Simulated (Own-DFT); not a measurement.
GaP (zincblende, strongly disordered by large displacements) (calculated)

A calculation, not a measurement: plane-wave PBE density functional theory by an unreviewed code, no spin, of a simulated periodic cell, stress positive in tension, free energy of the whole cell less one offset for each atom, forces on such cells passed a denser k mesh, this cell's mesh not checked; broken bonds can close the gap or carry spin, so checks made on this kind of crystal may not hold here; offsets are fitted by least squares, one for each functional and potential file, so energies compare only between cells with the same atoms and settings and are not formation energies; the far tail of each file's local potential was reset to the Coulomb form; each entry is a single point on an unrelaxed cell, so the pressure reflects the starting lattice, mostly measured values (interpolated for alloys), from which strain is counted, and rises with the displacements; printed positions are rounded, which can move forces by about a meV/angstrom; the program, named Own-DFT, is a retired in-house code; no spin-orbit coupling. Program: Own-DFT development build.

```json
{"formula": "GaP", "kind": "zincblende, strongly disordered by large displacements", "structure": {"cell_angstrom": [[10.901, 0.0, 0.0], [0.0, 10.901, 0.0], [0.0, 0.0, 10.901]], "atoms_fractional": [["Ga", 0.01334, 0.99538, 0.04776], ["Ga", 0.0228, 0.23446, 0.22298], ["Ga", 0.2292, 0.98453, 0.21928], ["Ga", 0.25307, 0.25386, 0.01857], ["P", 0.13767, 0.10263, 0.13514], ["P", 0.10342, 0.4074, 0.3768], ["P", 0.37524, 0.11981, 0.36995], ["P", 0.33057, 0.38342, 0.13313], ["Ga", 0.0246, 0.97055, 0.48099], ["Ga", 0.98832, 0.25303, 0.76665], ["Ga", 0.247, 0.99777, 0.7335], ["Ga", 0.2488, 0.26346, 0.49628], ["P", 0.0827, 0.12422, 0.59587], ["P", 0.10838, 0.3737, 0.88414], ["P", 0.38687, 0.1632, 0.84265], ["P", 0.41065, 0.3742, 0.60182], ["Ga", 0.97926, 0.50203, 0.96993], ["Ga", 0.01811, 0.76461, 0.23789], ["Ga", 0.23708, 0.49393, 0.22508], ["Ga", 0.22427, 0.75202, 0.00097], ["P", 0.11851, 0.62751, 0.10105], ["P", 0.1385, 0.85097, 0.36404], ["P", 0.35606, 0.61487, 0.389], ["P", 0.3634, 0.87631, 0.1148], ["Ga", 0.96054, 0.48721, 0.49189], ["Ga", 0.96632, 0.73801, 0.72639], ["Ga", 0.233, 0.50047, 0.72403], ["Ga", 0.23113, 0.75875, 0.48896], ["P", 0.12836, 0.6562, 0.60178], ["P", 0.12167, 0.87594, 0.87479], ["P", 0.37744, 0.62398, 0.86984], ["P", 0.40097, 0.87161, 0.62273], ["Ga", 0.49112, 0.99614, 0.00403], ["Ga", 0.50015, 0.25539, 0.24604], ["Ga", 0.73563, 0.0025, 0.25217], ["Ga", 0.7817, 0.2402, 0.99586], ["P", 0.64301, 0.10798, 0.14298], ["P", 0.63091, 0.37958, 0.32604], ["P", 0.86902, 0.14143, 0.39553], ["P", 0.86119, 0.36412, 0.15306], ["Ga", 0.51342, 0.97285, 0.49575], ["Ga", 0.50085, 0.26356, 0.7379], ["Ga", 0.73123, 0.99416, 0.76843], ["Ga", 0.74922, 0.25833, 0.48329], ["P", 0.62967, 0.13233, 0.64206], ["P", 0.61012, 0.33851, 0.86143], ["P", 0.87486, 0.14552, 0.88741], ["P", 0.90757, 0.33343, 0.63851], ["Ga", 0.48548, 0.50401, 0.98922], ["Ga", 0.49939, 0.75946, 0.24948], ["Ga", 0.70999, 0.52366, 0.27897], ["Ga", 0.76171, 0.72931, 0.02754], ["P", 0.62884, 0.65164, 0.10553], ["P", 0.62009, 0.85898, 0.37549], ["P", 0.89695, 0.63285, 0.36519], ["P", 0.87683, 0.86551, 0.15155], ["Ga", 0.48403, 0.48944, 0.50087], ["Ga", 0.48747, 0.75577, 0.71494], ["Ga", 0.71789, 0.50656, 0.74145], ["Ga", 0.76918, 0.76681, 0.46886], ["P", 0.64316, 0.60501, 0.5824], ["P", 0.6514, 0.88231, 0.88038], ["P", 0.88496, 0.61748, 0.86032], ["P", 0.84198, 0.85498, 0.61447]]}, "settings": {"functional": "PBE", "potential_files": "PseudoDojo norm-conserving, scalar-relativistic, standard set", "wave_cutoff [hartree]": 42.0, "occupations": "Fermi-Dirac", "smearing_width [eV]": 0.1, "hardware": "one NVIDIA H100", "k_mesh": "3 x 3 x 3 centred on Gamma"}, "results": {"free_energy_of_cell_above_offsets [eV]": "9.413", "pressure [GPa]": 12.73, "stress_xx [GPa]": -11.51, "stress_yy [GPa]": -14.38, "stress_zz [GPa]": -12.31, "stress_yz [GPa]": 4.07, "stress_xz [GPa]": -0.37, "stress_xy [GPa]": 1.01, "force_element": ["Ga", "Ga", "Ga", "Ga", "P", "P", "P", "P", "Ga", "Ga", "Ga", "Ga", "P", "P", "P", "P", "Ga", "Ga", "Ga", "Ga", "P", "P", "P", "P", "Ga", "Ga", "Ga", "Ga", "P", "P", "P", "P", "Ga", "Ga", "Ga", "Ga", "P", "P", "P", "P", "Ga", "Ga", "Ga", "Ga", "P", "P", "P", "P", "Ga", "Ga", "Ga", "Ga", "P", "P", "P", "P", "Ga", "Ga", "Ga", "Ga", "P", "P", "P", "P"], "force_x [eV/angstrom]": [-3.544, -2.76, 6.178, -1.22, -1.225, 2.413, -0.213, 9.081, -3.042, 5.147, -0.175, -0.663, 3.074, 2.691, -4.812, -7.398, 1.486, 0.121, -5.513, 3.114, -1.969, -1.02, 0.661, 0.715, 0.436, 2.602, 0.911, 6.846, -3.726, -1.402, -1.643, -7.469, 1.738, -1.798, 4.091, -6.283, -4.883, -3.716, 3.011, 0.942, -0.186, -0.024, 4.008, -2.118, 0.236, 4.504, 4.523, -6.725, 1.281, -1.872, 5.781, 7.207, -7.805, 1.063, -2.162, -1.727, 4.99, 5.935, 1.382, -0.968, -1.03, -4.599, -4.983, 2.505], "force_y [eV/angstrom]": [-2.515, 2.888, -5.095, -2.246, 8.256, -2.778, -0.293, -4.18, 0.649, -4.087, 1.143, -0.543, 0.608, -0.684, -4.921, -5.794, -2.511, -3.699, 7.01, 0.842, -2.036, 4.477, 0.614, -1.628, -0.041, 1.194, 0.239, -0.857, -4.182, 0.902, 1.411, 5.526, 1.419, -2.013, -3.333, 5.313, 4.722, -6.598, -4.228, 0.89, 4.105, -0.731, 4.812, 1.471, -0.961, 5.116, -8.414, 7.014, -1.565, -1.393, 8.567, 4.843, -5.79, 1.086, -0.024, 1.879, 6.847, -7.485, -1.748, -3.688, 1.635, -5.418, 1.78, 4.219], "force_z [eV/angstrom]": [-4.832, 3.24, 6.829, -4.146, -3.943, -1.749, 0.031, -3.236, 0.871, 5.3, 0.199, -0.667, 2.007, -0.891, 4.773, 5.236, 4.678, -0.514, 6.601, -2.123, 1.876, -3.488, -2.475, 0.0, 2.335, -0.371, 0.874, 1.741, 3.889, -0.783, -1.793, -4.21, -1.275, -0.958, 5.207, 6.617, -5.863, 5.576, -3.846, -1.822, 0.414, -4.875, -4.494, 2.711, -2.67, 5.395, -4.679, -8.338, 0.398, -0.694, -3.766, -5.885, 5.115, -1.609, -0.873, -1.42, -6.599, 6.353, 1.594, -1.901, -0.121, 4.74, -0.89, 3.203], "wall_time [s]": 556.1}}
```
